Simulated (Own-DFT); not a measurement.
# A layer strained by its substrate: wurtzite AlGaN with randomly placed atoms, 72 atoms (Al27Ga9N36)

The numbers are computed, not measured, by runs of the plane-wave DFT program Own-DFT (in-house, retired, unreviewed) at fixed positions, with no spin and no spin-orbit coupling.

Method: PBE; PseudoDojo norm-conserving scalar-relativistic files (stringent for Ga); cutoff 96 hartree; 4 x 4 x 3 k mesh centred on Gamma; Gaussian smearing of 0.01 eV.

Limits: forces on such cells passed a denser k mesh, each cell not checked; stress not checked against mesh or cutoff.

Unstrained cell vectors in Å: (9.394, 0.000, 0.000); (-4.697, 8.135, 0.000); (0.000, 0.000, 10.066). The unstrained cell has measured lattice constants (interpolated for alloys), not those of this functional. That, the random moves and any unrelaxed bonds set the pressure at no strain. Each run strains x and y alike by e, as a substrate would, and holds the height along z. All atoms carry random offsets, Gaussian with a width of 0.05 Å per axis. The random placing of the alloy's atoms differs from row to row. Stress is positive in tension.

| e (%) | u (Å) | (s_xx + s_yy)/2 (GPa) | s_zz (GPa) |
|---|---|---|---|
| -2.00 | 0.049 | -19.65 | -8.44 |
| -1.75 | 0.054 | -17.40 | -9.94 |
| -1.25 | 0.051 | -14.10 | -7.41 |
| -1.00 | 0.049 | -11.02 | -9.91 |
| 0.50 | 0.049 | -3.48 | -5.87 |
| 1.25 | 0.047 | 0.44 | -3.65 |
| 1.75 | 0.047 | 2.96 | -3.93 |
| 2.00 | 0.049 | ? | ? |
| 2.25 | 0.052 | 3.86 | -2.93 |
| 2.75 | 0.048 | 7.83 | -4.75 |

## Fit

With e as a fraction, the in-plane stress is -6.1 + 578 e - 3844 e² GPa (errors 18 and 1422, scatter 0.81), and s_zz is -6.7 + 133 e GPa (slope ± 25, scatter 1.30). At e = 0 the first slope is C11 + C12 and the second 2 C13, both with the ions held to the strained lattice and at the cell's own pressure. A free layer would change its height as e changes, and the in-plane slope would drop by 2 C13²/C33 to the biaxial modulus. At fixed height, a misfit of 1 % moves the in-plane stress by about 5.8 GPa and s_zz by 1.3 GPa.

## Check

The question: what are the two stresses at e = 2.00 %?

Estimate: 4.0 and -4.0 GPa. DFT gave 4.63 and -4.63 GPa.
